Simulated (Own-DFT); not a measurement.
Hf₁₆O₃₁ (monoclinic hafnia with two neutral oxygen vacancies, strained, atoms displaced) (calculated)

A calculation, not a measurement: plane-wave PBE and HSE06 DFT by an unreviewed code, no spin, of a simulated cell at Gamma alone, so results move with cell size and shape, stress positive in tension, energies less offsets, not probed for a lower state with spin; hafnium file: forces about 75 meV/angstrom off all-electron values; oxygen file: force components 24 meV/angstrom off all-electron in a glass; k mesh not checked against a denser one; forces and stress are PBE's, HSE06 gives the energy alone, and its difference from PBE has offsets of its own; offsets are fitted by least squares, one for each functional and potential file, so energies compare only between cells with the same atoms and settings and are not formation energies; the far tail of each file's local potential was reset to the Coulomb form; each entry is a single point on an unrelaxed cell, so the pressure reflects the starting lattice, mostly measured values, from which strain is counted, and rises with the displacements; printed positions are rounded, which can move forces by about a meV/angstrom; the program is a retired in-house code; no spin-orbit coupling. Program: Own-DFT development build.

```json
{"formula": "Hf16O31", "kind": "monoclinic hafnia with two neutral oxygen vacancies, strained, atoms displaced", "structure": {"cell_angstrom": [[10.0748, -0.0887, -0.1848], [-0.0897, 10.5027, -0.1541], [-1.8577, -0.1408, 10.324]], "atoms_fractional": [["Hf", 0.14032, 0.01953, 0.11225], ["Hf", 0.36649, 0.27024, 0.14567], ["Hf", 0.35742, 0.47482, 0.39372], ["Hf", 0.15034, 0.2246, 0.37107], ["O", 0.02966, 0.16493, 0.17259], ["O", 0.46037, 0.42576, 0.07641], ["O", 0.45465, 0.32061, 0.33131], ["O", 0.01606, 0.07805, 0.40769], ["O", 0.22187, 0.37215, 0.25173], ["O", 0.26294, 0.13616, 0.00525], ["O", 0.26073, 0.12724, 0.24543], ["O", 0.22123, 0.36794, 0.48563], ["Hf", 0.1382, 0.02524, 0.60118], ["Hf", 0.36921, 0.26495, 0.64204], ["Hf", 0.36182, 0.48437, 0.89472], ["Hf", 0.14125, 0.22812, 0.8631], ["O", 0.02632, 0.16061, 0.66528], ["O", 0.45153, 0.43494, 0.57111], ["O", 0.46912, 0.32928, 0.83103], ["O", 0.04284, 0.08494, 0.93564], ["O", 0.23423, 0.37756, 0.73557], ["O", 0.27018, 0.11648, 0.51202], ["O", 0.28118, 0.12793, 0.76104], ["O", 0.22632, 0.38495, 0.98474], ["Hf", 0.13291, 0.53314, 0.08758], ["Hf", 0.3668, 0.78257, 0.1566], ["Hf", 0.35046, 0.97407, 0.40005], ["Hf", 0.1268, 0.73919, 0.3385], ["O", 0.05118, 0.6692, 0.19048], ["O", 0.45669, 0.9235, 0.06998], ["O", 0.46197, 0.82195, 0.31632], ["O", 0.02417, 0.58156, 0.42182], ["O", 0.21482, 0.88528, 0.23936], ["O", 0.26867, 0.61784, 0.0045], ["O", 0.27948, 0.63194, 0.26264], ["O", 0.22052, 0.87842, 0.4908], ["Hf", 0.13828, 0.52111, 0.60542], ["Hf", 0.36531, 0.76957, 0.6431], ["Hf", 0.35923, 0.98614, 0.90079], ["Hf", 0.13003, 0.72362, 0.85741], ["O", 0.03767, 0.65467, 0.67157], ["O", 0.47225, 0.92115, 0.57516], ["O", 0.47514, 0.82734, 0.82624], ["O", 0.22447, 0.88597, 0.73232], ["O", 0.27267, 0.62494, 0.51289], ["O", 0.29074, 0.62552, 0.77423], ["O", 0.21698, 0.87275, 0.99609], ["Hf", 0.65545, 0.01464, 0.10008], ["Hf", 0.86575, 0.26838, 0.14531], ["Hf", 0.86194, 0.4729, 0.39742], ["Hf", 0.64727, 0.23347, 0.35138], ["O", 0.53499, 0.16383, 0.17161], ["O", 0.96069, 0.32967, 0.32306], ["O", 0.54369, 0.08111, 0.42933], ["O", 0.71993, 0.37436, 0.23293], ["O", 0.77249, 0.13593, 0.0112], ["O", 0.76049, 0.12013, 0.24854], ["O", 0.73459, 0.36915, 0.49052], ["Hf", 0.64359, 0.0202, 0.6082], ["Hf", 0.8453, 0.28263, 0.62974], ["Hf", 0.86723, 0.48074, 0.88502], ["Hf", 0.64404, 0.22884, 0.85585], ["O", 0.52466, 0.17019, 0.67726], ["O", 0.95823, 0.39662, 0.59777], ["O", 0.97004, 0.32274, 0.84482], ["O", 0.53603, 0.07188, 0.92945], ["O", 0.72617, 0.38338, 0.73768], ["O", 0.78413, 0.12558, 0.50766], ["O", 0.77544, 0.12769, 0.75978], ["O", 0.73323, 0.37509, 0.98599], ["Hf", 0.63313, 0.51561, 0.09548], ["Hf", 0.87989, 0.77493, 0.13415], ["Hf", 0.85467, 0.96171, 0.39281], ["Hf", 0.63595, 0.73357, 0.34706], ["O", 0.5455, 0.66494, 0.17136], ["O", 0.95979, 0.91462, 0.0671], ["O", 0.96384, 0.83419, 0.32337], ["O", 0.54111, 0.57932, 0.43018], ["O", 0.71835, 0.87498, 0.24619], ["O", 0.78759, 0.61525, 0.0155], ["O", 0.77348, 0.61033, 0.26087], ["O", 0.73096, 0.87003, 0.4955], ["Hf", 0.63037, 0.52522, 0.60959], ["Hf", 0.8658, 0.76983, 0.64848], ["Hf", 0.86636, 0.98934, 0.89237], ["Hf", 0.64385, 0.73547, 0.85731], ["O", 0.53923, 0.66558, 0.67085], ["O", 0.96696, 0.91627, 0.56093], ["O", 0.9678, 0.82148, 0.82853], ["O", 0.5455, 0.58824, 0.91795], ["O", 0.71804, 0.86824, 0.72983], ["O", 0.77649, 0.61227, 0.49729], ["O", 0.77347, 0.62712, 0.75517], ["O", 0.71379, 0.88746, 0.9896]]}, "settings": {"first_functional": "PBE", "second_functional": "HSE06", "exact_exchange_share": 0.25, "screening [1/bohr]": 0.11, "exchange_divergence": "Gygi-Baldereschi", "potential_files": "PseudoDojo norm-conserving, scalar-relativistic, made for PBE, standard set", "wave_cutoff [hartree]": 48.0, "occupations": "fixed", "k_mesh": "1 x 1 x 1 centred on Gamma"}, "results": {"PBE_energy_of_cell_above_offsets [eV]": "-75.854", "HSE06_less_PBE_above_offsets [eV]": "0.686", "PBE_pressure [GPa]": 13.23, "PBE_stress_xx [GPa]": -16.38, "PBE_stress_yy [GPa]": -7.29, "PBE_stress_zz [GPa]": -16.02, "PBE_stress_yz [GPa]": -3.45, "PBE_stress_xz [GPa]": -5.68, "PBE_stress_xy [GPa]": -2.33, "force_element": ["Hf", "Hf", "Hf", "Hf", "O", "O", "O", "O", "O", "O", "O", "O", "Hf", "Hf", "Hf", "Hf", "O", "O", "O", "O", "O", "O", "O", "O", "Hf", "Hf", "Hf", "Hf", "O", "O", "O", "O", "O", "O", "O", "O", "Hf", "Hf", "Hf", "Hf", "O", "O", "O", "O", "O", "O", "O", "Hf", "Hf", "Hf", "Hf", "O", "O", "O", "O", "O", "O", "O", "Hf", "Hf", "Hf", "Hf", "O", "O", "O", "O", "O", "O", "O", "O", "Hf", "Hf", "Hf", "Hf", "O", "O", "O", "O", "O", "O", "O", "O", "Hf", "Hf", "Hf", "Hf", "O", "O", "O", "O", "O", "O", "O", "O"], "force_x [eV/angstrom]": [-0.445, -0.169, -0.021, -3.664, -0.073, -0.332, 1.567, 2.363, -0.37, 2.272, 2.252, -0.348, -2.272, -2.572, 0.568, -0.457, 0.613, 0.12, 0.36, -2.422, -0.799, 1.79, -0.169, -1.083, 0.941, -1.004, 2.561, 4.212, -4.197, 0.833, -0.006, 1.678, 0.595, -0.05, 0.58, 0.82, 1.446, -0.388, -0.546, 3.114, -1.187, -1.63, -1.622, 0.333, -0.214, -1.198, -0.208, -4.489, 0.366, -0.769, -1.497, -1.444, 1.086, -1.527, -0.381, 1.191, 2.311, -3.352, 0.558, -1.108, -0.091, -1.433, 3.474, 7.208, -1.171, 0.968, -1.104, -0.86, -0.046, 0.371, 2.924, -3.856, -0.223, 2.217, -2.286, 0.922, -0.327, -1.051, 0.317, 0.951, 0.486, -1.462, 1.767, -0.682, -0.237, -0.257, -1.553, -0.053, -1.747, -0.993, 1.158, 0.083, 1.406, 2.662], "force_y [eV/angstrom]": [1.881, 0.565, 2.033, -0.103, -0.386, -1.121, 0.061, 1.031, 0.651, -0.909, -0.792, 0.292, -0.176, 3.17, -1.087, 1.367, 0.15, -2.553, 0.383, -1.084, 0.696, 1.206, -0.162, -1.283, -3.131, -3.38, 1.628, -0.955, -2.363, -0.799, 3.389, 0.489, -0.836, 2.421, -0.524, -0.943, -1.419, 0.344, -1.004, -0.492, 1.327, -1.498, 1.345, -0.617, 0.609, 0.797, -0.656, 1.889, 1.823, 1.44, -2.053, 0.685, -0.344, -0.211, -0.344, -1.361, -0.27, 0.524, 0.882, -7.92, -0.076, 0.704, -2.408, 7.01, 1.22, 2.03, -0.559, 0.062, -1.29, -0.429, 0.912, -3.484, 4.737, -4.342, 1.236, 0.971, -0.337, 0.649, -0.459, 2.557, 0.578, -0.913, -0.179, -0.986, 0.137, -1.238, 1.691, -2.283, 2.246, -0.857, 1.49, 2.424, -0.206, -2.916], "force_z [eV/angstrom]": [-1.894, 0.174, -1.26, -4.665, -0.331, 0.776, 0.805, 0.488, -2.035, 1.369, 3.044, 1.641, 1.478, 1.484, -1.261, -3.227, 1.074, 2.399, 0.261, -1.813, -0.046, -1.071, 0.023, 0.56, 1.844, -6.118, 0.202, 10.28, -8.679, 2.223, 5.231, 0.696, 1.148, 0.201, -0.33, -0.606, -0.36, 0.966, -1.759, 0.422, 1.141, -0.163, 0.005, 0.891, 0.18, -1.924, -0.603, 1.77, 0.33, -2.222, -0.738, -0.671, 1.389, -0.79, 0.348, -1.497, 1.46, -2.128, -1.585, 5.391, 1.77, 0.689, -0.513, -2.414, -0.346, -1.775, -0.164, -0.461, 0.557, -0.127, 1.943, 1.03, 0.482, 1.569, -1.186, 0.204, -1.546, -1.922, -1.912, -0.475, -0.368, 0.113, -1.723, -2.623, -0.687, -0.441, 0.33, 2.676, 0.332, -0.02, 1.217, 2.708, 0.745, -1.58]}}
```
